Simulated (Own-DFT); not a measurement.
# How strain changes the stress of diamond-structure GeSn with randomly placed atoms, 64 atoms (Ge60Sn4)

These are calculations, not measurements. They come from Own-DFT, an in-house plane-wave density functional program, since retired, whose code no person has reviewed. Each row is one single-point run on a periodic cell that was not relaxed, without spin or spin-orbit coupling.

Settings of every run: PBE; PseudoDojo norm-conserving scalar-relativistic files; cutoff 49 hartree; 3 x 3 x 3 k mesh centred on Gamma; Fermi-Dirac smearing of 0.1 eV.

Known limits: forces on such cells moved up to 12 meV/angstrom on a denser k mesh; stress not checked against mesh or cutoff.

Unstrained cell vectors in Å: (11.420, 0.000, 0.000); (0.000, 11.420, 0.000); (0.000, 0.000, 11.420). The unstrained cell has measured lattice constants (interpolated for alloys), not those of this functional. That, the random moves and any unrelaxed bonds set the pressure at no strain. Each run strains this cell uniformly, with the atoms carried along. Every atom was also moved at random, by a Gaussian of width 0.05 Å on each axis. The random placing of the alloy's atoms differs from row to row. Strain is the symmetric tensor, in per cent. Stress is positive in tension, and the pressure is minus a third of its trace.

| run | e_xx (%) | e_yy (%) | e_zz (%) | s_xx (GPa) | s_yy (GPa) | s_zz (GPa) | P (GPa) | E (meV/atom) |
|---|---|---|---|---|---|---|---|---|
| 1 | 2.25 | 2.25 | 0.00 | -1.17 | -1.16 | -2.47 | 1.60 | 2.0 |
| 2 | 1.50 | 1.50 | 0.00 | -2.46 | -2.59 | -3.34 | 2.79 | 21.8 |
| 3 | -2.00 | -2.00 | 0.00 | -8.46 | -8.72 | -7.38 | 8.19 | 70.4 |
| 4 | 3.00 | 3.00 | 0.00 | -0.34 | -0.23 | -1.92 | 0.83 | 8.0 |
| 5 | -0.25 | -0.25 | 0.00 | -5.18 | -5.17 | -5.00 | 5.12 | 27.3 |
| 6 | 2.50 | 2.50 | 0.00 | -0.85 | -0.82 | -2.19 | 1.29 | 0.0 |
| 7 | 2.75 | 2.75 | 0.00 | -0.67 | -0.68 | -2.17 | 1.17 | 13.2 |
| 8 | -0.50 | -0.50 | 0.00 | -5.80 | -5.92 | -5.49 | 5.74 | 47.1 |
| 9 | 0.50 | 0.50 | 0.00 | ? | ? | ? | ? | ? |

E is the free energy for each atom above the lowest run shown.

## Worked fit

The change of volume is close to e_xx + e_yy + e_zz. A straight line through the runs shown gives P = 5.05 - 73 x (fractional change of volume) GPa, with an error of 2 on the slope and a scatter of 0.21 GPa. The strain isn't the same on all axes, but the crystal is cubic, so the slope still estimates the bulk modulus, averaged over pressures from 0.8 to 8.2 GPa.

## Withheld run

Question: what pressure should run 9 give? Its volume changes by 1.00 %.

The line gives 4.3 GPa. The calculation gave 4.07 GPa.
